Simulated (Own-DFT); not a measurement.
# Computed records: Hf36O71 (tetragonal hafnia with one neutral oxygen vacancy, atoms displaced)

Computed with Own-DFT development build. A calculation, not a measurement: plane-wave PBE and HSE06 DFT by an unreviewed code, no spin, of a simulated cell at Gamma alone, so results move with cell size and shape, stress positive in tension, energies less offsets, not probed for a lower state with spin; hafnium file: forces about 75 meV/angstrom off all-electron values; oxygen file: force components 24 meV/angstrom off all-electron in a glass; k mesh not checked against a denser one; forces and stress are PBE's, HSE06 gives the energy alone, and its difference from PBE has offsets of its own; offsets are fitted by least squares, one for each functional and potential file, so energies compare only between cells with the same atoms and settings and are not formation energies; the far tail of each file's local potential was reset to the Coulomb form; each entry is a single point on an unrelaxed cell, so the pressure reflects the starting lattice, taken from the Materials Project, from which strain is counted, and rises with the displacements; printed positions are rounded, which can move forces by about a meV/angstrom; the program is a retired in-house code; no spin-orbit coupling.

Common to all runs: first functional PBE; second functional HSE06; exact exchange share 0.25; screening 0.11 1/bohr; exchange divergence Gygi-Baldereschi; potential files PseudoDojo norm-conserving, scalar-relativistic, made for PBE, standard set; wave cutoff 48 hartree; occupations fixed; k mesh 1 x 1 x 1 centred on Gamma.

(1) Hf36O71 (tetragonal hafnia with one neutral oxygen vacancy, atoms displaced)

```xyz
107
Lattice="10.7800 0.0000 0.0000 0.0000 10.7800 0.0000 0.0000 0.0000 10.4493" Properties=species:S:1:pos:R:3 Hf36O71
Hf     0.0936     0.1855     0.0768
Hf     1.7975     1.7412     2.6565
O     10.7282     1.8745     1.6335
O      1.7526    10.7026     3.5509
O      0.1298     1.8272     4.0715
O      1.7534     0.0014     0.9877
Hf    10.7446     0.0485     5.1576
Hf     1.8851     1.8169     7.6774
O     10.6722     1.7929     6.8272
O      1.5344     0.0979     8.8515
O      0.0738     1.8348     9.5306
O      1.6621    10.6619     6.1119
Hf     0.0367     3.6250     0.1932
Hf     1.7794     5.3466     2.5172
O     10.5937     5.4282     1.6489
O      1.8509     3.5299     3.6409
O      0.0625     5.4628     4.1707
O      1.8257     3.6031     1.0202
Hf     0.0592     3.6477     5.2270
Hf     1.8408     5.4643     7.8915
O     10.6419     5.4055     6.8569
O      1.7630     3.6162     8.8526
O      0.0207     5.4210     9.3417
O      1.7700     3.6492     6.2757
Hf     0.0678     7.2771    10.3688
Hf     1.7937     8.9336     2.7844
O     10.6311     8.9306     1.7348
O      1.8178     7.1426     3.5848
O     10.7598     8.9890     4.3808
O      1.8199     7.2397     1.0254
Hf     0.1915     7.3583     5.2345
Hf     1.8738     9.1513     7.8539
O      0.0830     9.0476     6.8280
O      1.6813     7.1604     8.7971
O      0.0622     8.9340     9.3986
O      1.8258     7.2141     6.1527
Hf     3.4279    10.7534     0.0633
Hf     5.4558     1.6884     2.6832
O      3.5550     1.6750     1.5316
O      5.3697     0.0814     3.4608
O      3.5579     1.7925     4.2113
O      5.3549     0.0146     0.9720
Hf     3.6819    10.7221     5.0282
Hf     5.3006     1.9267     7.8356
O      3.6104     1.7749     6.7564
O      5.3457     0.0934     8.7689
O      3.5428     1.7830     9.4358
O      5.2876     0.0744     6.2299
Hf     3.5972     3.6668     0.1143
Hf     5.3868     5.3029     2.6616
O      3.6267     5.4394     1.5437
O      5.3671     3.6446     3.6145
O      3.5696     5.3984     4.2116
O      5.4585     3.6191     1.0381
Hf     3.6229     3.7871     5.2504
Hf     5.4480     5.3168     7.9909
O      3.5605     5.3833     6.8344
O      5.3285     3.6864     8.7940
O      3.6183     5.5488     9.3436
O      5.3224     3.6031     6.3939
Hf     3.5541     7.2233    10.4378
Hf     5.2915     8.9162     2.8287
O      3.6934     9.1556     1.7131
O      5.3717     7.1450     3.6700
O      3.6805     8.9177     4.2449
O      5.3309     7.2298     0.9206
Hf     3.6456     7.1042     5.2251
Hf     5.4798     8.9078     7.9045
O      3.6367     8.8911     6.7826
O      5.4278     7.1600     8.9669
O      3.7640     9.0150     9.4445
O      5.4564     7.1794     6.2641
Hf     7.2952     0.0139     0.2059
Hf     9.0321     1.8504     2.5878
O      7.1999     1.7354     1.5674
O      9.1505     0.0317     3.6724
O      7.2837     1.7086     4.1991
O      9.1032    10.6773     0.9105
Hf     7.1665     0.1050     5.2610
Hf     8.9132     1.7752     7.8045
O      7.3021     1.9013     6.7330
O      8.9429     0.0178     8.7774
O      7.2227     1.8572     9.4941
O      9.0301     0.0031     6.1992
Hf     7.3089     3.4819    10.2815
Hf     8.8744     5.5923     2.7243
O      7.0579     5.4562     1.5989
O      8.9895     3.5496     3.7831
O      7.3062     5.3856     4.1491
O      9.0117     3.5819     0.9949
Hf     7.2597     3.6295     5.2819
Hf     9.1164     5.3668     7.9127
O      7.0889     5.4348     6.8178
O      8.9749     3.4522     8.8371
O      7.1284     5.4868     9.3986
O      9.0641     3.5901     6.3743
Hf     7.1607     7.1758     0.0563
Hf     9.0219     9.1033     2.6570
O      7.1767     8.9943     1.6751
O      8.9871     7.2649     3.5749
O      7.2756     8.9628     4.2612
O      8.9328     7.1109     1.1708
Hf     7.2211     7.2210     5.3147
Hf     9.1507     8.9850     7.8372
O      7.2586     8.9767     6.7598
O      9.0608     7.2193     8.9263
O      8.8787     7.2754     6.3005
```

It finds PBE energy of cell above offsets -88.308 eV; HSE06 less PBE above offsets 0.466 eV; PBE pressure 6.16 GPa; PBE stress xx -4.42 GPa; PBE stress yy -7.97 GPa; PBE stress zz -6.09 GPa; PBE stress yz 1.34 GPa; PBE stress xz 0.59 GPa; PBE stress xy 0.21 GPa.

Force:
```csv
element,x (eV/Å),y (eV/Å),z (eV/Å)
Hf,-2.067,-1.277,-3.043
Hf,0.85,0.937,0.231
O,2.043,-0.525,-1.106
O,0.583,0.777,0.916
O,-0.199,0.043,1.392
O,-0.42,-0.447,2.389
Hf,-1.149,1.769,1.057
Hf,-2.21,1.341,1.989
O,2.529,-0.09,-0.646
O,2.103,-0.841,-0.722
O,-0.562,1.474,0.405
O,3.938,0.88,1.096
Hf,-1.056,0.448,-3.487
Hf,-1.785,-0.028,1.034
O,3.879,-1.221,-0.765
O,0.157,1.634,-0.6
O,0.3,-0.498,0.88
O,0.18,0.579,1.593
Hf,-1.673,0.24,-0.398
Hf,-1.292,-2.416,-0.487
O,3.915,0.516,-1.867
O,0.869,0.135,-0.277
O,-0.29,-0.805,1.815
O,0.802,-0.377,-0.351
Hf,-2.577,-1.642,1.182
Hf,-0.424,-0.799,-3.821
O,5.081,-0.348,-1.106
O,0.202,0.254,0.861
O,0.697,1.552,-2.996
O,-0.377,0.076,0.336
Hf,-4.011,-4.487,1.012
Hf,-0.435,-1.192,-0.9
O,0.352,-1.111,0.197
O,0.85,2.581,0.686
O,0.138,2.396,0.381
O,1.601,-0.537,1.304
Hf,5.38,1.32,-1.002
Hf,-0.891,5.332,-4.526
O,0.107,1.008,1.13
O,-0.492,-4.935,4.43
O,0.21,-0.052,-0.433
O,0.612,0.734,-0.097
Hf,-1.161,2.13,3.539
Hf,0.301,-2.978,0.175
O,-0.719,0.102,-0.054
O,0.792,-0.478,-0.638
O,-0.103,0.899,-0.372
O,1.497,-0.073,-1.688
Hf,1.637,-0.936,-1.754
Hf,1.194,1.646,-2.269
O,-1.002,-0.756,0.296
O,0.031,-2.234,2.043
O,-0.182,0.451,-1.286
O,-1.113,-0.424,-0.841
Hf,-0.477,-3.054,1.015
Hf,0.316,5.185,-2.874
O,0.746,0.236,-1.131
O,-0.148,-3.988,3.699
O,-0.952,-1.87,0.96
O,0.828,-0.138,-1.997
Hf,2.271,0.206,-0.155
Hf,3.205,-0.49,-3.797
O,-3.07,-0.573,-0.071
O,-0.317,-0.91,0.424
O,-0.651,-0.126,-0.895
O,-0.484,0.518,1.619
Hf,1.423,0.957,2.294
Hf,0.425,1.057,-0.068
O,-0.604,0.601,0.748
O,0.174,1.041,-1.302
O,-2.19,0.036,-0.048
O,-1.716,0.351,-0.066
Hf,-3.148,-1.567,-2.74
Hf,-1.508,1.084,1.945
O,0.997,-0.048,0.847
O,-0.533,1.159,-1.027
O,-1.161,1.93,-1.004
O,-0.515,0.675,2.079
Hf,0.977,-3.096,1.878
Hf,1.887,-0.68,0.183
O,-3.137,-0.524,-0.207
O,-0.158,-0.563,0.888
O,-0.782,-3.832,-2.16
O,-1.241,-0.08,-0.06
Hf,-0.366,4.787,3.319
Hf,-0.345,-1.496,-1.722
O,1.075,0.119,0.444
O,0.012,-0.171,-0.84
O,-0.969,-0.074,1.311
O,-1.401,-0.675,0.625
Hf,1.118,0.561,0.544
Hf,-2.935,0.305,0.636
O,1.792,-1.349,-0.455
O,-0.237,2.627,1.223
O,0.767,-2.339,0.116
O,-1.022,0.832,-1.583
Hf,0.41,0.895,0.466
Hf,-3.627,-2.018,0.276
O,-0.182,0.888,-0.061
O,0.341,1.408,2.246
O,-1.298,2.023,-0.172
O,0.137,0.382,-2.082
Hf,0.114,-0.124,-0.299
Hf,-2.237,-0.342,0.166
O,-1.153,0.877,1.894
O,-0.257,0.03,-0.079
O,3.172,-0.393,0.219
```

(2) Hf36O71 (tetragonal hafnia with one neutral oxygen vacancy, atoms displaced)

```xyz
107
Lattice="10.7800 0.0000 0.0000 0.0000 10.7800 0.0000 0.0000 0.0000 10.4493" Properties=species:S:1:pos:R:3 Hf36O71
Hf     0.0299     0.0012     0.0729
Hf     1.7305     1.8441     2.5584
O      0.0080     1.7921     1.5961
O      1.7890     0.0245     3.6368
O     10.7577     1.7647     4.1863
O      1.7208    10.7782     0.9733
Hf    10.7436    10.7695     5.2305
Hf     1.7770     1.8074     7.8314
O     10.7744     1.7570     6.8895
O      1.7741    10.6771     8.7983
O      0.0112     1.7820     9.4301
O      1.8746    10.7036     6.2273
Hf    10.7613     3.5053     0.0104
Hf     1.8184     5.2810     2.5935
O     10.7794     5.4218     1.6244
O      1.7523     3.5482     3.7173
O      0.0543     5.3942     4.1315
O      1.8542     3.6456     1.1097
Hf     0.0200     3.6180     5.1985
Hf     1.8414     5.3909     7.8982
O     10.7304     5.3568     6.8052
O      1.8104     3.6097     8.8416
O     10.7571     5.4395     9.3720
O      1.7183     3.5416     6.2524
Hf    10.6979     7.1289     0.0992
Hf     1.7500     8.9984     2.5763
O      0.1335     9.0129     1.5887
O      1.8562     7.1909     3.5977
O      0.0338     8.9414     4.2295
O      1.8490     7.0965     0.9346
Hf    10.7164     7.0872     5.3069
Hf     1.7598     8.9695     7.8562
O     10.7132     8.9256     6.7557
O      1.6876     7.2348     8.8380
O     10.7097     9.1089     9.3170
O      1.7918     7.2181     6.2085
Hf     3.6249     0.0047     0.0017
Hf     5.4036     1.7642     2.6421
O      3.5327     1.8715     1.5928
O      5.2984    10.7604     3.6341
O      3.5620     1.7792     4.2227
O      5.3066     0.0040     1.0379
Hf     3.6475    10.7474     5.1987
Hf     5.3505     1.8494     7.9072
O      3.5958     1.6701     6.8133
O      5.3923     0.0072     8.8150
O      3.5886     1.7999     9.3483
O      5.3709    10.7530     6.2698
Hf     3.5330     3.6536    10.4069
Hf     5.2988     5.4166     2.6144
O      3.6051     5.3720     1.5571
O      5.4542     3.6361     3.5291
O      3.5754     5.3880     4.2806
O      5.4904     3.6504     0.9863
Hf     3.5426     3.5437     5.2845
Hf     5.3076     5.4007     7.8850
O      3.6614     5.4294     6.8045
O      5.3586     3.5804     8.8548
O      3.6407     5.4096     9.3881
O      5.3540     3.5999     6.3077
Hf     3.6204     7.1347    10.4445
Hf     5.4072     9.0342     2.5454
O      3.5911     8.9864     1.5485
O      5.3534     7.1444     3.5695
O      3.5915     9.0114     4.1746
O      5.4791     7.1592     1.0367
Hf     3.5357     7.1782     5.2700
Hf     5.4771     9.0258     7.8917
O      3.5033     8.9119     6.8862
O      5.4972     7.1599     8.8145
O      3.5583     8.9622     9.4493
O      5.3880     7.1404     6.1101
Hf     7.1438     0.0041     0.0051
Hf     8.8870     1.7568     2.5703
O      7.1757     1.7776     1.5666
O      8.8767     0.0123     3.6274
O      7.1211     1.8178     4.1729
O      8.9866     0.0514     1.1211
Hf     7.2040    10.6878     5.2723
Hf     8.9029     1.7743     7.8046
O      7.3220     1.7632     6.8130
O      8.9674     0.0726     8.7875
O      7.1527     1.7154     9.4379
O      9.0449     0.0698     6.1695
Hf     7.1100     3.5224    10.4051
Hf     8.9615     5.3568     2.6163
O      7.2266     5.3411     1.5610
O      8.8840     3.5776     3.6588
O      8.8621     3.5813     0.9813
Hf     7.2220     3.5316     5.1704
Hf     9.0640     5.4888     7.8468
O      7.1943     5.5195     6.8591
O      9.0103     3.6134     8.8515
O      7.2444     5.4007     9.4477
O      9.0362     3.5701     6.2132
Hf     7.2246     7.0791     0.0501
Hf     8.9872     8.9675     2.6705
O      7.1321     8.9386     1.5778
O      9.0184     7.1979     3.6489
O      7.2746     8.9813     4.3039
O      8.9735     7.1705     1.0091
Hf     7.2366     7.2293     5.1893
Hf     8.9314     8.9428     7.8442
O      7.2537     8.8883     6.8416
O      9.0196     7.1178     8.8917
O      7.1142     9.0643     9.4124
O      9.0593     7.1583     6.2434
```

Results for Hf36O71 (tetragonal hafnia with one neutral oxygen vacancy, atoms displaced): PBE energy of cell above offsets -95.941 eV; HSE06 less PBE above offsets 0.106 eV; PBE pressure 2.97 GPa; PBE stress xx -3.41 GPa; PBE stress yy -1.94 GPa; PBE stress zz -3.55 GPa; PBE stress yz -1.18 GPa; PBE stress xz -0.39 GPa; PBE stress xy 0.03 GPa.

Force:
```csv
element,x (eV/Å),y (eV/Å),z (eV/Å)
Hf,-1.475,-0.579,-2.468
Hf,1.088,-1.556,2.221
O,-1.16,0.984,-0.718
O,-0.188,0.063,-1.24
O,-0.348,0.646,0.125
O,2.683,0.528,0.6
Hf,3.056,-0.393,-0.201
Hf,-0.282,-2.228,-0.589
O,0.343,-0.125,-0.545
O,0.41,2.828,1.056
O,0.797,0.321,0.93
O,-1.632,0.467,-0.311
Hf,-1.718,0.885,-0.752
Hf,-0.439,2.267,1.435
O,-0.099,-0.237,-0.805
O,0.329,0.299,-0.756
O,-0.316,-0.678,0.538
O,-1.376,-0.137,-1.038
Hf,-1.214,-0.764,-0.138
Hf,-1.33,1.712,-1.198
O,2.391,0.237,-0.561
O,0.34,0.161,1.167
O,0.657,-1.252,1.218
O,1.669,0.323,0.867
Hf,2.502,0.642,-2.247
Hf,2.971,-0.328,2.866
O,-3.985,-0.677,-1.132
O,0.04,-0.567,-0.9
O,-0.83,0.358,-0.726
O,-0.711,0.002,0.236
Hf,2.727,1.404,-1.735
Hf,-0.729,0.295,-1.501
O,-0.159,0.301,0.621
O,0.673,-1.934,0.271
O,-0.598,-1.447,1.932
O,-1.054,-1.131,0.78
Hf,-2.069,-0.846,-0.899
Hf,-0.91,1,0.056
O,1.082,-0.29,-0.425
O,1.205,0.197,-0.142
O,0.764,0.958,-0.146
O,1.589,0.285,0.152
Hf,-1.786,-0.329,0.327
Hf,-0.009,-0.868,-2.033
O,0.025,1.337,0.348
O,-0.404,0.445,1.237
O,0.083,0.349,1.066
O,1.67,-0.58,0.024
Hf,1.498,-1.607,1.037
Hf,1.929,-0.015,-0.128
O,-0.303,-0.216,-0.545
O,-0.038,-0.737,1.025
O,-0.104,-1.486,-0.933
O,-2.971,-0.418,-0.046
Hf,0.586,-0.01,-0.497
Hf,3.142,0.276,-1.87
O,-2.337,-0.389,0.493
O,0.119,0.559,0.814
O,-0.598,-0.25,-0.292
O,0.53,-0.722,-0.709
Hf,0.069,2.322,0.654
Hf,-2.377,-1.584,0.935
O,0.263,0.037,0.073
O,0.923,1.411,0.123
O,0.391,-0.807,0.423
O,-1.646,-0.212,-0.591
Hf,0.514,1.459,-1.249
Hf,-2.001,-1.15,-1.065
O,2.599,-0.189,-0.224
O,-0.589,0.832,0.506
O,0.861,-0.114,0.441
O,0.556,0.726,0.57
Hf,1.042,-0.383,0.201
Hf,1.125,0.467,0.804
O,-1.171,-0.449,-0.157
O,0.142,-0.647,0.089
O,-0.241,-1.716,-0.059
O,-0.338,-0.666,-0.992
Hf,0.077,2.345,0.266
Hf,3.374,1.488,1.081
O,-4.344,0.103,-1.315
O,-0.741,-1.705,0.729
O,-0.444,0.996,-0.456
O,-2.139,-0.732,0.733
Hf,1.788,1.519,-0.49
Hf,-0.704,-0.336,0.494
O,-0.456,1.014,1.094
O,0.017,0.17,-0.753
O,2.33,-0.475,0.413
Hf,0.32,1.887,1.102
Hf,-2.263,-2.836,-0.27
O,-0.036,-0.493,-0.07
O,0.098,-0.497,-0.1
O,-0.566,-1.085,0.202
O,-0.948,0.043,-0.49
Hf,-1.094,0.206,-1.007
Hf,0.553,0.648,-0.247
O,1.759,0.725,0.444
O,-0.647,-0.375,-0.331
O,-0.313,0.286,-1.724
O,-0.013,0.674,1.477
Hf,-1.134,-3.511,1.241
Hf,3.282,0.876,1.288
O,-1.314,0.721,-0.952
O,-0.384,2.764,0.702
O,0.54,-1.191,0.229
O,-2.446,0.099,1.01
```
